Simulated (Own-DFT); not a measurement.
Simulation results for SiC (2H silicon carbide, atoms displaced)

A calculation, not a measurement: plane-wave PBE density functional theory by an unreviewed code, no spin, of a simulated periodic cell, stress positive in tension, free energy of the whole cell less one offset for each atom, forces on such cells passed a denser k mesh, this cell's mesh not checked; offsets are fitted by least squares, one for each functional and potential file, so energies compare only between cells with the same atoms and settings and are not formation energies; the far tail of each file's local potential was reset to the Coulomb form; each entry is a single point on an unrelaxed cell, so the pressure reflects the starting lattice, mostly measured values (interpolated for alloys), from which strain is counted, and rises with the displacements; printed positions are rounded, which can move forces by about a meV/angstrom; the program, named Own-DFT, is a retired in-house code; no spin-orbit coupling. Program: Own-DFT development build.

### SiC (2H silicon carbide, atoms displaced)

```
CELL_PARAMETERS angstrom
9.24810 0.00000 0.00000
-4.62410 8.00910 0.00000
0.00000 0.00000 10.06810
ATOMIC_POSITIONS crystal
Si 0.99963 0.00347 0.00257
Si 0.10651 0.21673 0.25327
C 0.99664 0.99393 0.18187
C 0.10962 0.22032 0.43744
Si 0.00036 0.00609 0.50074
Si 0.10829 0.22487 0.75208
C 0.99954 0.00084 0.69157
C 0.11306 0.21810 0.93932
Si 0.00010 0.32992 0.99853
Si 0.10831 0.55036 0.25229
C 0.00715 0.33546 0.18530
C 0.10816 0.55618 0.44185
Si 0.00119 0.33637 0.49305
Si 0.10740 0.55368 0.75014
C 0.99621 0.33864 0.68894
C 0.11436 0.55610 0.93914
Si 0.99556 0.65992 0.00203
Si 0.11366 0.89050 0.24667
C 0.99705 0.66863 0.19006
C 0.11454 0.89569 0.43359
Si 0.00257 0.66851 0.49784
Si 0.10934 0.88938 0.74668
C 0.00247 0.67033 0.68769
C 0.10685 0.88479 0.93528
Si 0.32728 0.00482 0.00224
Si 0.43974 0.21728 0.24913
C 0.33289 0.00477 0.18648
C 0.44221 0.22186 0.43455
Si 0.33443 0.99429 0.49739
Si 0.44141 0.22547 0.74768
C 0.34081 0.00524 0.68600
C 0.43924 0.21713 0.93897
Si 0.33267 0.33403 0.99761
Si 0.44689 0.55569 0.25191
C 0.33208 0.33136 0.18766
C 0.44954 0.56001 0.43757
Si 0.33480 0.33428 0.50361
Si 0.45101 0.55526 0.74520
C 0.33900 0.33557 0.68978
C 0.44257 0.55258 0.93629
Si 0.33757 0.67082 0.00442
Si 0.44196 0.88389 0.25042
C 0.33185 0.66707 0.19242
C 0.44240 0.88246 0.43528
Si 0.33747 0.67094 0.49591
Si 0.44256 0.88713 0.75224
C 0.32924 0.66541 0.68913
C 0.44657 0.88272 0.94073
Si 0.66824 0.00111 0.99737
Si 0.77467 0.21879 0.25270
C 0.66670 0.00501 0.18990
C 0.77770 0.21839 0.43457
Si 0.66485 0.00230 0.50568
Si 0.77699 0.22198 0.75124
C 0.67165 0.00432 0.68425
C 0.78079 0.21896 0.93070
Si 0.66344 0.33032 0.99967
Si 0.77224 0.55358 0.25422
C 0.66365 0.32860 0.18109
C 0.77357 0.55599 0.43087
Si 0.66336 0.33060 0.50063
Si 0.77677 0.56105 0.75049
C 0.66379 0.33772 0.68034
C 0.78315 0.55765 0.93474
Si 0.66722 0.66692 0.00032
Si 0.77711 0.88678 0.24646
C 0.66912 0.67067 0.19053
C 0.78111 0.89061 0.43295
Si 0.66981 0.66421 0.49929
Si 0.77557 0.89032 0.75061
C 0.65977 0.66389 0.68676
C 0.77855 0.88965 0.93396
```

```
functional      : PBE
potential files : PseudoDojo norm-conserving, scalar-relativistic, standard set
wave cutoff     : 42 hartree
occupations     : Fermi-Dirac
smearing width  : 0.1 eV
hardware        : one NVIDIA H100
k mesh          : 4 x 4 x 3 centred on Gamma
pressure        : withheld
stress zz       : withheld
```

## Withheld values
1. SiC (2H silicon carbide, atoms displaced): pressure?
2. What stress zz does the calculation give for SiC (2H silicon carbide, atoms displaced)?

Answers
1. 3.94 GPa
2. -6.94 GPa

Further results for SiC (2H silicon carbide, atoms displaced):

```
free energy of cell above offsets : -10.219 eV
stress xx                         : -1.2 GPa
stress yy                         : -3.69 GPa
stress yz                         : -0.07 GPa
stress xz                         : -0.25 GPa
stress xy                         : -0.23 GPa
wall time                         : 367.5 s
```

Force:
```
element  x (eV/Å)  y (eV/Å)  z (eV/Å)
     Si     0.617    -1.374    -1.651
     Si      0.72     0.332    -1.324
      C    -0.125     0.889     1.628
      C     0.133     1.188     0.528
     Si     0.341    -1.332     0.086
     Si      0.38     0.034    -0.326
      C    -0.344     0.339    -0.971
      C    -0.815     0.854    -0.416
     Si     0.294     0.708    -0.102
     Si    -0.513     1.075     -0.38
      C    -1.254     -1.09      0.75
      C     0.994     0.117    -1.181
     Si    -0.242    -0.679     1.623
     Si     0.317     0.965      0.39
      C     0.953    -1.068    -0.872
      C    -0.274    -0.373     0.144
     Si     0.831     1.159    -0.155
     Si    -0.583    -0.262     0.215
      C     0.589    -0.982    -0.006
      C      -0.1    -0.769     0.764
     Si    -1.175     0.501     0.087
     Si       0.9      0.42     0.642
      C    -0.711    -0.412    -0.529
      C    -0.011     0.333     0.599
     Si     1.152     -1.88    -0.826
     Si     0.228     1.352    -0.186
      C     0.598    -1.472     0.307
      C     0.474    -0.384     0.653
     Si     -0.67     1.039     0.155
     Si     1.583    -0.789     0.541
      C    -0.854    -0.784     0.112
      C      0.36     1.317    -0.928
     Si     0.282    -0.111     0.775
     Si    -0.394    -0.321     -0.49
      C    -0.225      0.21     0.151
      C     -0.39    -0.871     0.426
     Si    -0.037     0.039    -1.034
     Si    -2.691     0.047     1.313
      C    -1.931    -0.274    -0.489
      C     0.451     0.651     0.147
     Si    -0.217    -1.431    -0.504
     Si    -0.156     1.348    -0.576
      C     0.381    -0.588     -0.38
      C     0.091      1.59     0.319
     Si    -0.293    -1.497     1.426
     Si     0.293     0.086    -0.121
      C      0.91     0.045     -0.71
      C    -1.165     1.789    -0.301
     Si     -0.13    -0.328     0.595
     Si     0.298     1.021    -1.329
      C     0.476    -1.383    -0.893
      C    -0.716      0.76     1.071
     Si     1.003    -0.864    -2.295
     Si    -0.627     0.662    -1.564
      C    -0.847    -0.641     1.542
      C     -0.94     0.471     1.761
     Si     0.469     0.151    -1.131
     Si     0.697    -0.058    -2.351
      C     0.001      0.58     1.833
      C     1.307    -0.688     2.448
     Si     0.146     0.408    -1.536
     Si     0.817    -0.591    -0.783
      C     0.616    -0.192     2.224
      C    -1.338    -1.012     0.662
     Si     0.034    -0.155     -0.19
     Si    -0.328     1.014     0.549
      C    -0.384    -1.104    -0.979
      C    -0.537    -0.141     1.287
     Si    -0.798     1.215    -0.314
     Si     0.437    -0.226    -0.637
      C     1.815      1.54    -0.372
      C    -0.172    -0.123      1.08
```
